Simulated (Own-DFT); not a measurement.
# Computed records: AlGa3N4 (wurtzite random alloy, strained, atoms displaced)

A calculation, not a measurement: plane-wave PBE density functional theory by an unreviewed code, no spin, of a simulated periodic cell, stress positive in tension, free energy of the whole cell less one offset for each atom, forces on such cells passed a denser k mesh, this cell's mesh not checked; offsets are fitted by least squares, one for each functional and potential file, so energies compare only between cells with the same atoms and settings and are not formation energies; the far tail of each file's local potential was reset to the Coulomb form; each entry is a single point on an unrelaxed cell, so the pressure reflects the starting lattice, mostly measured values, from which strain is counted, and rises with the displacements; printed positions are rounded, which can move forces by about a meV/angstrom; the program is a retired in-house code; no spin-orbit coupling. Program: Own-DFT development build.

Common to all runs: functional PBE; potential files PseudoDojo norm-conserving, scalar-relativistic, standard set with the stringent files for Ga; wave cutoff 96 hartree; occupations Gaussian; smearing width 0.01 eV; k mesh 4 x 4 x 3 centred on Gamma.

(1) AlGa3N4 (wurtzite random alloy, strained, atoms displaced)

```cif
# cell vector a (Å): 9.3666 0.0000 0.0000
# cell vector b (Å): -4.6833 8.1117 0.0000
# cell vector c (Å): 0.0000 0.0000 10.2685
data_AlGa3N4
_symmetry_space_group_name_H-M 'P 1'
_symmetry_Int_Tables_number 1
_cell_length_a 9.3666
_cell_length_b 9.3666
_cell_length_c 10.2685
_cell_angle_alpha 90.000
_cell_angle_beta 90.000
_cell_angle_gamma 120.000
_cell_volume 780.19
loop_
_atom_site_label
_atom_site_type_symbol
_atom_site_fract_x
_atom_site_fract_y
_atom_site_fract_z
_atom_site_occupancy
Al1 Al 0.12362 0.23065 0.00130 1
Ga1 Ga 0.21928 0.10503 0.24839 1
N1 N 0.12405 0.20989 0.18639 1
N2 N 0.22491 0.10856 0.44507 1
Ga2 Ga 0.09898 0.20800 0.49501 1
Ga3 Ga 0.22931 0.11488 0.74220 1
N3 N 0.11026 0.21544 0.68690 1
N4 N 0.22643 0.11269 0.93385 1
Al2 Al 0.11114 0.55205 0.99112 1
Ga4 Ga 0.22168 0.44086 0.24518 1
N5 N 0.11272 0.55308 0.19257 1
N6 N 0.20772 0.42910 0.44448 1
Al3 Al 0.11577 0.56156 0.50099 1
Ga5 Ga 0.21993 0.45254 0.74899 1
N7 N 0.11179 0.55920 0.69976 1
N8 N 0.22120 0.44976 0.93666 1
Ga6 Ga 0.11140 0.88465 0.99864 1
Ga7 Ga 0.21816 0.77017 0.25068 1
N9 N 0.10282 0.88852 0.18837 1
N10 N 0.22069 0.77663 0.44458 1
Ga8 Ga 0.10604 0.87927 0.49435 1
Ga9 Ga 0.22965 0.77768 0.75133 1
N11 N 0.12041 0.89825 0.68000 1
N12 N 0.22205 0.78050 0.93582 1
Al4 Al 0.44725 0.22448 0.99348 1
Ga10 Ga 0.54572 0.11120 0.25174 1
N13 N 0.44435 0.23025 0.18870 1
N14 N 0.55693 0.11286 0.43500 1
Al5 Al 0.44705 0.22455 0.50461 1
Ga11 Ga 0.55792 0.11662 0.75954 1
N15 N 0.44787 0.21798 0.69245 1
N16 N 0.55361 0.11374 0.93198 1
Ga12 Ga 0.44105 0.55972 0.01113 1
Ga13 Ga 0.54991 0.45015 0.25313 1
N17 N 0.44397 0.55327 0.18343 1
N18 N 0.56144 0.44676 0.43399 1
Ga14 Ga 0.43004 0.54825 0.50073 1
Ga15 Ga 0.56402 0.44396 0.75212 1
N19 N 0.43915 0.56007 0.69083 1
N20 N 0.54244 0.43696 0.93512 1
Al6 Al 0.43483 0.88711 0.00191 1
Ga16 Ga 0.55558 0.78148 0.25058 1
N21 N 0.44405 0.88917 0.18849 1
N22 N 0.55173 0.78445 0.43648 1
Ga17 Ga 0.44604 0.87493 0.49398 1
Ga18 Ga 0.55107 0.77886 0.74246 1
N23 N 0.43807 0.89047 0.69581 1
N24 N 0.55852 0.79586 0.93479 1
Ga19 Ga 0.76563 0.20549 0.99798 1
Ga20 Ga 0.89395 0.11497 0.25533 1
N25 N 0.77987 0.22233 0.19515 1
N26 N 0.89306 0.12133 0.44086 1
Al7 Al 0.77507 0.22630 0.49246 1
Ga21 Ga 0.88765 0.11495 0.74779 1
N27 N 0.76907 0.22166 0.68837 1
N28 N 0.88732 0.10349 0.94748 1
Ga22 Ga 0.78336 0.54604 0.00371 1
Ga23 Ga 0.88946 0.43686 0.24983 1
N29 N 0.77433 0.55590 0.18429 1
N30 N 0.88910 0.43712 0.43907 1
Al8 Al 0.76402 0.55257 0.50144 1
Ga24 Ga 0.88524 0.43033 0.74471 1
N31 N 0.78713 0.57125 0.69448 1
N32 N 0.88760 0.43489 0.94519 1
Ga25 Ga 0.78513 0.88705 0.00377 1
Ga26 Ga 0.89933 0.78186 0.25266 1
N33 N 0.76437 0.88001 0.19401 1
N34 N 0.88259 0.76964 0.43747 1
Ga27 Ga 0.78037 0.88891 0.49275 1
Al9 Al 0.90166 0.79133 0.74773 1
N35 N 0.77054 0.87808 0.68867 1
N36 N 0.89270 0.78381 0.94078 1
```

The calculation gives: free energy of cell above offsets -6.523 eV; pressure 14.14 GPa; stress xx -18.16 GPa; stress yy -14.79 GPa; stress zz -9.47 GPa; stress yz -0.31 GPa; stress xz 0.48 GPa; stress xy 0.1 GPa.

Force:
| element | x (eV/Å) | y (eV/Å) | z (eV/Å) |
| --- | --- | --- | --- |
| Al | -0.565 | -1.457 | -0.889 |
| Ga | 2.909 | -0.221 | 1.94 |
| N | -4.363 | 2.535 | -1.287 |
| N | 0.451 | 0.208 | -1.044 |
| Ga | 2.443 | 0.991 | 2.02 |
| Ga | -0.71 | -0.372 | 1.291 |
| N | -1.069 | 1.412 | -0.064 |
| N | -0.161 | 0.433 | 0.824 |
| Al | -0.93 | 0.635 | 1.155 |
| Ga | 0.199 | -0.804 | 1.163 |
| N | -0.166 | -0.276 | -2.143 |
| N | -0.235 | 2.268 | -1.239 |
| Al | -0.767 | -1.819 | 0.557 |
| Ga | 1.657 | -2.171 | 0.298 |
| N | -1.082 | -0.42 | -2.879 |
| N | 0.24 | -1.035 | 0.97 |
| Ga | -0.683 | 1.361 | 0.011 |
| Ga | -0.213 | 1.105 | 0.239 |
| N | 2.961 | -0.181 | -0.554 |
| N | 0.946 | -1.28 | -1.342 |
| Ga | -0.382 | 1.319 | 1.199 |
| Ga | -2.55 | 0.673 | 0.022 |
| N | -0.668 | -1.865 | 1.098 |
| N | 0.78 | -1.465 | 1.327 |
| Al | -0.845 | -0.327 | 1.052 |
| Ga | 0.82 | 0.589 | -0.347 |
| N | 0.374 | -0.882 | -1.536 |
| N | -0.476 | -0.022 | 1.553 |
| Al | 0.22 | -0.766 | -0.463 |
| Ga | -0.004 | -1.677 | -2.568 |
| N | -0.076 | 1.873 | -2.234 |
| N | -1.087 | -1.118 | 3.684 |
| Ga | 0.846 | 0.95 | -4.325 |
| Ga | 1.909 | -0.545 | -0.93 |
| N | -1.139 | 0.946 | 2.845 |
| N | -1.707 | -1.014 | 1.815 |
| Ga | 1.1 | 0.304 | 0.344 |
| Ga | -1.345 | 0.881 | -0.089 |
| N | 1.203 | -1.327 | -1.076 |
| N | 0.97 | 1.057 | 1.082 |
| Al | 1.229 | 0.622 | -0.494 |
| Ga | -0.915 | -1.012 | -0.081 |
| N | -1.126 | -0.05 | -0.989 |
| N | 3.921 | -3.093 | -0.993 |
| Ga | -4.263 | 4.008 | 2.85 |
| Ga | 0.347 | 0.464 | 1.84 |
| N | 1.875 | 1.137 | -2.288 |
| N | -0.051 | -1.441 | 1.078 |
| Ga | 1.168 | 1.002 | 1.446 |
| Ga | 0.051 | -0.884 | -1.378 |
| N | -0.499 | -1.467 | -1.293 |
| N | -2.406 | -2.03 | -0.466 |
| Al | 0.021 | -1.093 | 1.053 |
| Ga | 0.565 | -1.385 | 0.833 |
| N | 1.174 | -1.242 | -2.131 |
| N | 1.198 | 2.227 | -1.139 |
| Ga | -2.071 | 1.064 | -1.131 |
| Ga | -1.272 | 1.429 | 0.263 |
| N | 0.71 | -0.092 | 1.568 |
| N | -0.689 | 2.277 | 1.075 |
| Al | 2.659 | 0.578 | 0.797 |
| Ga | -0.949 | 3.069 | 1.499 |
| N | 0.485 | -1.129 | -1.592 |
| N | 1.016 | 0.006 | -1.225 |
| Ga | -1.88 | -0.523 | 0.329 |
| Ga | -2.995 | -1.944 | -0.342 |
| N | 2.667 | 1.74 | -0.246 |
| N | 0.173 | -0.357 | 0.174 |
| Ga | -0.651 | 0.203 | 1.342 |
| Al | -0.191 | -0.374 | 0.745 |
| N | 1.029 | 1.605 | -0.915 |
| N | 0.861 | -1.809 | -1.675 |

(2) AlGa3N4 (wurtzite random alloy, strained, atoms displaced)

```cif
# cell vector a (Å): 9.3666 0.0000 0.0000
# cell vector b (Å): -4.6833 8.1117 0.0000
# cell vector c (Å): 0.0000 0.0000 10.2685
data_AlGa3N4
_symmetry_space_group_name_H-M 'P 1'
_symmetry_Int_Tables_number 1
_cell_length_a 9.3666
_cell_length_b 9.3666
_cell_length_c 10.2685
_cell_angle_alpha 90.000
_cell_angle_beta 90.000
_cell_angle_gamma 120.000
_cell_volume 780.19
loop_
_atom_site_label
_atom_site_type_symbol
_atom_site_fract_x
_atom_site_fract_y
_atom_site_fract_z
_atom_site_occupancy
Ga1 Ga 0.10771 0.22130 0.99909 1
Ga2 Ga 0.22170 0.11223 0.24318 1
N1 N 0.12143 0.24054 0.19056 1
N2 N 0.22189 0.10614 0.43582 1
Ga3 Ga 0.11271 0.23774 0.50126 1
Ga4 Ga 0.21740 0.10540 0.74885 1
N3 N 0.10635 0.22433 0.69999 1
N4 N 0.22673 0.12105 0.93964 1
Al1 Al 0.10826 0.56002 0.01058 1
Ga5 Ga 0.21838 0.44490 0.24736 1
N5 N 0.10530 0.55944 0.19432 1
N6 N 0.22561 0.44012 0.44227 1
Al2 Al 0.11511 0.55353 0.49612 1
Al3 Al 0.23061 0.45498 0.74710 1
N7 N 0.10362 0.55118 0.69397 1
N8 N 0.22712 0.45402 0.93786 1
Ga6 Ga 0.10147 0.88346 0.99876 1
Ga7 Ga 0.22761 0.77281 0.25052 1
N9 N 0.10523 0.88922 0.18433 1
N10 N 0.21190 0.77283 0.45493 1
Al4 Al 0.10760 0.87856 0.50545 1
Ga8 Ga 0.22130 0.77143 0.74765 1
N11 N 0.12046 0.89758 0.68749 1
N12 N 0.22321 0.77825 0.94149 1
Al5 Al 0.43545 0.20631 0.00487 1
Ga9 Ga 0.55707 0.11100 0.24823 1
N13 N 0.44025 0.22400 0.18344 1
N14 N 0.55796 0.10755 0.44198 1
Ga10 Ga 0.44767 0.23133 0.49698 1
Ga11 Ga 0.55781 0.10597 0.75314 1
N15 N 0.44888 0.22750 0.68863 1
N16 N 0.55206 0.10280 0.94231 1
Ga12 Ga 0.45169 0.56361 0.99943 1
Ga13 Ga 0.55825 0.45485 0.25269 1
N17 N 0.44176 0.55130 0.18120 1
N18 N 0.54345 0.44049 0.43685 1
Al6 Al 0.44154 0.55013 0.50412 1
Ga14 Ga 0.56044 0.44527 0.75148 1
N19 N 0.44135 0.55953 0.69133 1
N20 N 0.55345 0.43972 0.93637 1
Ga15 Ga 0.44588 0.88683 0.00075 1
Ga16 Ga 0.55406 0.76901 0.25680 1
N21 N 0.44276 0.87843 0.18894 1
N22 N 0.55716 0.77392 0.44313 1
Ga17 Ga 0.43247 0.87951 0.50899 1
Ga18 Ga 0.55624 0.76338 0.75381 1
N23 N 0.45178 0.89632 0.69173 1
N24 N 0.55458 0.77700 0.93822 1
Ga19 Ga 0.77548 0.22297 0.00668 1
Ga20 Ga 0.88260 0.11036 0.24962 1
N25 N 0.78842 0.23968 0.18533 1
N26 N 0.88687 0.12316 0.44188 1
Ga21 Ga 0.77424 0.22137 0.49922 1
Ga22 Ga 0.89055 0.10692 0.75518 1
N27 N 0.77004 0.22472 0.68999 1
N28 N 0.88851 0.10857 0.93830 1
Ga23 Ga 0.77539 0.56034 0.00779 1
Al7 Al 0.88717 0.44140 0.24873 1
N29 N 0.78816 0.56114 0.18693 1
N30 N 0.88132 0.43670 0.43933 1
Ga24 Ga 0.77177 0.55217 0.49579 1
Ga25 Ga 0.89209 0.45475 0.74501 1
N31 N 0.78559 0.56087 0.68808 1
N32 N 0.88484 0.44215 0.93765 1
Ga26 Ga 0.77637 0.88652 0.99588 1
Al8 Al 0.88924 0.77410 0.25107 1
N33 N 0.76875 0.87768 0.18766 1
N34 N 0.88819 0.77934 0.44165 1
Ga27 Ga 0.77847 0.89137 0.49294 1
Al9 Al 0.89397 0.77328 0.74741 1
N35 N 0.76955 0.87025 0.69433 1
N36 N 0.88037 0.77172 0.93695 1
```

The calculation gives: free energy of cell above offsets -8.245 eV; pressure 13.37 GPa; stress xx -13.65 GPa; stress yy -17.43 GPa; stress zz -9.04 GPa; stress yz -0.66 GPa; stress xz 0.48 GPa; stress xy -1.03 GPa.

Force:
| element | x (eV/Å) | y (eV/Å) | z (eV/Å) |
| --- | --- | --- | --- |
| Ga | 0.346 | 1.694 | 0.007 |
| Ga | -0.5 | -0.096 | 1.396 |
| N | -1.024 | -4.03 | -0.991 |
| N | -0.867 | -0.471 | 0.594 |
| Ga | 0.97 | -4.525 | 1.407 |
| Ga | 0.573 | 2.65 | 0.677 |
| N | 1.133 | 1.447 | -1.639 |
| N | 0.207 | -1.799 | -0.043 |
| Al | 0.435 | -0.767 | -2.176 |
| Ga | 0.606 | 2.01 | 0.854 |
| N | 0.183 | -1.225 | -0.55 |
| N | -0.684 | 3.952 | -0.955 |
| Al | -1.366 | -0.946 | 1.151 |
| Al | -1.517 | -1.738 | 1.933 |
| N | 2.813 | 0.437 | -2.652 |
| N | -1.23 | 0.009 | -0.102 |
| Ga | 0.746 | 0.944 | -0.381 |
| Ga | -1.897 | 1.738 | 1.027 |
| N | 0.348 | -0.745 | 1.061 |
| N | 0.927 | -1.086 | -2.116 |
| Al | -1.447 | 2.416 | -0.505 |
| Ga | 0.332 | 1.187 | 1.052 |
| N | -1.081 | -2.898 | -0.347 |
| N | -0.67 | -0.853 | -0.079 |
| Al | 0.441 | 2.012 | -1.342 |
| Ga | -0.492 | -0.059 | 0.659 |
| N | 1.524 | 0.311 | 0.449 |
| N | -1.509 | -0.607 | -1.249 |
| Ga | 0.146 | -3.128 | 1.004 |
| Ga | -1.083 | 1.563 | 0.431 |
| N | -0.346 | -0.71 | -0.313 |
| N | -0.62 | 1.265 | 0.334 |
| Ga | -0.279 | -2.055 | -0.639 |
| Ga | 0.547 | -1.328 | -1.151 |
| N | -0.333 | 0.614 | 1.601 |
| N | 0.51 | 2.202 | 0.014 |
| Al | 0.032 | 1.115 | 0.296 |
| Ga | -0.127 | -0.098 | 0.327 |
| N | 0.525 | -2.495 | -2.23 |
| N | 0.151 | -0.601 | 1.183 |
| Ga | -0.361 | -0.667 | 0.066 |
| Ga | -0.499 | 0.081 | -0.351 |
| N | 0.326 | 1.24 | 0.376 |
| N | -1.295 | -1.244 | 0.069 |
| Ga | 1.401 | 1.425 | -0.567 |
| Ga | -1.291 | 2.866 | 0.319 |
| N | -0.022 | -2.734 | 0.155 |
| N | 0.241 | 0.648 | -0.091 |
| Ga | 0.207 | 0.116 | -2.294 |
| Ga | 1.043 | 0.097 | 0.044 |
| N | -0.368 | -2.422 | 1.137 |
| N | 1.955 | -1.698 | -1.134 |
| Ga | -0.913 | 0.04 | 1.963 |
| Ga | -1.925 | -0.398 | -1.073 |
| N | 2.029 | 0.131 | -0.164 |
| N | -0.707 | 0.099 | 1.066 |
| Ga | 0.305 | -1.827 | -1.9 |
| Al | -0.497 | 1.756 | 1.408 |
| N | -0.499 | -0.479 | 2.23 |
| N | 1.196 | 2.065 | -1.389 |
| Ga | 0.27 | 0.236 | 0.749 |
| Ga | -0.276 | -2.808 | 1.877 |
| N | -1.487 | 0.514 | -1.046 |
| N | 0.743 | 1.197 | 0.814 |
| Ga | -0.318 | 0.256 | 0.629 |
| Al | -0.118 | 1.045 | 0.286 |
| N | 1.394 | 1.091 | 0.457 |
| N | 1.114 | -0.239 | -1.42 |
| Ga | 0.058 | 0.717 | 1.968 |
| Al | -0.592 | 0.952 | 0.415 |
| N | 1.668 | 1.937 | -1.099 |
| N | 0.797 | 0.699 | -1.499 |

(3) AlGa3N4 (wurtzite random alloy, strained, atoms displaced)

```cif
# cell vector a (Å): 9.3666 0.0000 0.0000
# cell vector b (Å): -4.6833 8.1117 0.0000
# cell vector c (Å): 0.0000 0.0000 10.2685
data_AlGa3N4
_symmetry_space_group_name_H-M 'P 1'
_symmetry_Int_Tables_number 1
_cell_length_a 9.3666
_cell_length_b 9.3666
_cell_length_c 10.2685
_cell_angle_alpha 90.000
_cell_angle_beta 90.000
_cell_angle_gamma 120.000
_cell_volume 780.19
loop_
_atom_site_label
_atom_site_type_symbol
_atom_site_fract_x
_atom_site_fract_y
_atom_site_fract_z
_atom_site_occupancy
Al1 Al 0.10161 0.21209 0.00517 1
Ga1 Ga 0.22293 0.11381 0.24813 1
N1 N 0.11108 0.22460 0.18213 1
N2 N 0.22744 0.11921 0.43323 1
Ga2 Ga 0.10937 0.21836 0.50353 1
Ga3 Ga 0.21249 0.10627 0.76060 1
N3 N 0.11423 0.22205 0.70215 1
N4 N 0.21580 0.10805 0.94047 1
Ga4 Ga 0.10533 0.55462 0.00440 1
Al2 Al 0.22728 0.45230 0.24755 1
N5 N 0.10606 0.55434 0.18711 1
N6 N 0.21888 0.45051 0.44325 1
Ga5 Ga 0.12003 0.56439 0.49631 1
Al3 Al 0.21809 0.45045 0.75081 1
N7 N 0.10850 0.55504 0.68952 1
N8 N 0.21520 0.44030 0.94209 1
Ga6 Ga 0.10103 0.88211 0.00452 1
Ga7 Ga 0.22455 0.77822 0.25649 1
N9 N 0.11222 0.89137 0.19186 1
N10 N 0.22242 0.77456 0.43586 1
Ga8 Ga 0.10896 0.88708 0.50611 1
Ga9 Ga 0.22360 0.77368 0.75274 1
N11 N 0.09793 0.88652 0.68753 1
N12 N 0.22419 0.78100 0.93744 1
Ga10 Ga 0.44996 0.22816 0.00306 1
Ga11 Ga 0.55640 0.11078 0.25491 1
N13 N 0.43883 0.22506 0.18421 1
N14 N 0.54916 0.10755 0.44540 1
Ga12 Ga 0.44032 0.21394 0.50212 1
Ga13 Ga 0.56174 0.11317 0.74864 1
N15 N 0.44084 0.21875 0.69318 1
N16 N 0.55254 0.11248 0.94283 1
Ga14 Ga 0.43900 0.55829 0.01101 1
Ga15 Ga 0.55490 0.44046 0.24609 1
N17 N 0.44205 0.55450 0.19035 1
N18 N 0.54834 0.44568 0.44372 1
Ga16 Ga 0.44758 0.55353 0.49636 1
Ga17 Ga 0.55251 0.44643 0.74614 1
N19 N 0.44886 0.55202 0.69036 1
N20 N 0.55256 0.45166 0.94209 1
Ga18 Ga 0.44604 0.89439 0.00174 1
Ga19 Ga 0.55785 0.77899 0.24247 1
N21 N 0.44437 0.88684 0.18389 1
N22 N 0.56140 0.76811 0.44749 1
Al4 Al 0.44038 0.88518 0.50169 1
Ga20 Ga 0.56384 0.78362 0.75106 1
N23 N 0.45485 0.90234 0.68833 1
N24 N 0.56260 0.78382 0.93486 1
Ga21 Ga 0.78224 0.22493 0.00054 1
Ga22 Ga 0.88445 0.11143 0.25448 1
N25 N 0.77827 0.22258 0.18436 1
N26 N 0.88318 0.10698 0.43563 1
Ga23 Ga 0.78744 0.22551 0.50486 1
Al5 Al 0.88656 0.11931 0.76102 1
N27 N 0.77700 0.21152 0.68750 1
N28 N 0.89295 0.11333 0.94488 1
Al6 Al 0.76391 0.55180 0.99554 1
Ga24 Ga 0.90694 0.45184 0.24949 1
N29 N 0.77692 0.54467 0.19589 1
N30 N 0.88872 0.45330 0.44295 1
Al7 Al 0.78109 0.54651 0.49706 1
Ga25 Ga 0.87812 0.43146 0.74404 1
N31 N 0.78245 0.56315 0.69070 1
N32 N 0.87977 0.44290 0.93777 1
Ga26 Ga 0.78952 0.89918 0.99985 1
Al8 Al 0.89261 0.78114 0.24813 1
N33 N 0.77713 0.89116 0.18201 1
N34 N 0.88646 0.78113 0.44109 1
Al9 Al 0.78359 0.89212 0.50254 1
Ga27 Ga 0.89035 0.78058 0.74634 1
N35 N 0.77954 0.88713 0.69059 1
N36 N 0.89079 0.77727 0.94462 1
```

The calculation gives: free energy of cell above offsets -8.084 eV; pressure 13.52 GPa; stress xx -16.1 GPa; stress yy -14.16 GPa; stress zz -10.31 GPa; stress yz 0.12 GPa; stress xz 0.89 GPa; stress xy 0.67 GPa.

Force:
| element | x (eV/Å) | y (eV/Å) | z (eV/Å) |
| --- | --- | --- | --- |
| Al | 1.46 | 1.893 | -0.965 |
| Ga | -0.638 | 0.081 | 0.012 |
| N | -0.445 | 0.875 | 1.506 |
| N | -0.687 | -1.419 | 0.793 |
| Ga | 0.014 | 0.78 | 0.577 |
| Ga | 1.567 | -0.02 | -0.815 |
| N | -2.614 | 1.044 | -1.416 |
| N | -0.036 | 0.294 | 1.654 |
| Ga | 0.066 | 0.166 | -1.664 |
| Al | -0.585 | -1.52 | 0.664 |
| N | 3.669 | 1.564 | 0.281 |
| N | 1.28 | -1.566 | -2.161 |
| Ga | -1.372 | -1.326 | 1.839 |
| Al | 1.882 | -0.593 | 0.649 |
| N | 0.336 | -0.431 | -0.459 |
| N | -0.035 | -0.395 | -0.55 |
| Ga | 1.945 | 1.069 | -0.05 |
| Ga | -0.353 | 0.443 | -1.782 |
| N | -0.229 | -0.967 | 0.268 |
| N | 0.343 | 2.178 | 1.225 |
| Ga | -0.27 | 0.6 | -1.318 |
| Ga | -0.529 | 1.197 | -0.249 |
| N | 3.231 | 0.893 | 0.242 |
| N | -0.306 | -0.533 | 0.648 |
| Ga | -1.186 | -0.384 | -1.206 |
| Ga | -0.384 | 0.468 | -0.459 |
| N | 1.378 | -0.899 | 1.038 |
| N | 1.804 | -0.759 | -0.846 |
| Ga | -0.638 | 1.759 | 0.892 |
| Ga | -1.922 | 0.521 | 1.437 |
| N | 0.08 | -0.087 | -0.229 |
| N | 1.062 | 0.595 | -1.022 |
| Ga | -0.096 | 0.218 | -2.683 |
| Ga | -0.007 | 0.543 | 1.723 |
| N | -0.303 | -0.002 | 1.085 |
| N | 3.647 | -1.517 | -1.255 |
| Ga | -1.55 | -0.201 | 1.921 |
| Ga | 1.288 | -0.789 | 1.085 |
| N | -3.424 | 1.074 | -0.359 |
| N | 0.057 | -0.445 | -0.412 |
| Ga | 0.34 | -0.72 | -1.06 |
| Ga | 0.286 | -0.033 | 1.854 |
| N | -0.442 | 0.314 | 1.447 |
| N | -1.603 | 3.393 | -1.436 |
| Al | 1.501 | -0.021 | 0.205 |
| Ga | -0.809 | -1.212 | -0.413 |
| N | -0.704 | -2.74 | -1.246 |
| N | -0.435 | -0.192 | 1.362 |
| Ga | -1.081 | -0.221 | 0.16 |
| Ga | 0.765 | 0.131 | -1.381 |
| N | -0.2 | 0.273 | 1.449 |
| N | 0.667 | -0.126 | 1.247 |
| Ga | -1.293 | -0.145 | -1.195 |
| Al | 2.402 | -1.721 | -0.625 |
| N | 0.426 | 0.8 | 0.252 |
| N | -0.508 | 0.871 | -1.853 |
| Al | 1.725 | 0.681 | 1.038 |
| Ga | -3.711 | -2.482 | 1.369 |
| N | -0.319 | 2.399 | -1.693 |
| N | 2.404 | -1.803 | -0.879 |
| Al | -3.897 | 2.446 | 1.104 |
| Ga | 0.004 | 2.162 | 1.161 |
| N | 0.099 | -2.083 | -1.592 |
| N | -0.237 | 0.666 | -0.252 |
| Ga | -0.973 | -1.981 | -0.352 |
| Al | -0.695 | -0.882 | 0.683 |
| N | 1.393 | -0.463 | 1.562 |
| N | 0.516 | -0.99 | -1.075 |
| Al | -0.682 | -0.929 | 0.432 |
| Ga | -0.966 | -0.903 | 1.839 |
| N | -0.249 | 2.69 | -0.748 |
| N | -1.22 | -1.582 | -1.001 |
